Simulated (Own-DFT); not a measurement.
# Stretching a layer in its plane: wurtzite AlGaN with randomly placed atoms, 96 atoms (Al12Ga36N48)

The numbers are computed, not measured, by runs of the plane-wave DFT program Own-DFT (in-house, retired, unreviewed) at fixed positions, with no spin and no spin-orbit coupling.

Settings: PBE; PseudoDojo norm-conserving scalar-relativistic files (stringent for Ga); cutoff 96 hartree; 3 x 4 x 3 k mesh centred on Gamma; Gaussian smearing of 0.01 eV.

Known weak points: k mesh not checked against a denser one; stress not checked against mesh or cutoff.

Unstrained cell vectors in Å: (12.679, 0.000, 0.000); (-4.755, 8.235, 0.000); (0.000, 0.000, 10.268). The unstrained cell has measured lattice constants (interpolated for alloys), not those of this functional. That, the random moves and any unrelaxed bonds set the pressure at no strain. Each run strains x and y alike by e, as a substrate would, and holds the height along z. Random moves of width 0.05 Å per axis were added to every atom. The random placing of the alloy's atoms differs from row to row. Stress is positive in tension.

| e (%) | u (Å) | (s_xx + s_yy)/2 (GPa) | s_zz (GPa) |
|---|---|---|---|
| -3.00 | 0.051 | -26.54 | -12.69 |
| -2.75 | 0.050 | -24.81 | -11.92 |
| -2.25 | 0.051 | ? | ? |
| -1.00 | 0.047 | -11.98 | -9.56 |
| -0.75 | 0.049 | -10.97 | -8.77 |
| -0.25 | 0.053 | -8.50 | -7.79 |
| 0.75 | 0.049 | -3.93 | -4.93 |
| 2.50 | 0.050 | 5.50 | -5.73 |
| 2.75 | 0.047 | 6.18 | -3.45 |
| 3.00 | 0.050 | 7.57 | -4.32 |

## Working it out

With e as a fraction, the in-plane stress is -6.9 + 562 e - 2891 e² GPa (errors 9 and 543, scatter 0.60), and s_zz is -7.9 + 140 e GPa (slope ± 15, scatter 0.99). At e = 0 the first slope is C11 + C12 and the second 2 C13, both with the ions held to the strained lattice and at the cell's own pressure. The term in e² is negative: the layer stiffens under compression and softens under tension. A free layer would change its height as e changes, and the in-plane slope would drop by 2 C13²/C33 to the biaxial modulus. At fixed height, a misfit of 1 % moves the in-plane stress by about 5.6 GPa and s_zz by 1.4 GPa.

## Check

Q: what are the two stresses at e = -2.25 %?

Estimate: -21.1 and -11.0 GPa. The calculation gave -20.64 and -10.88 GPa.
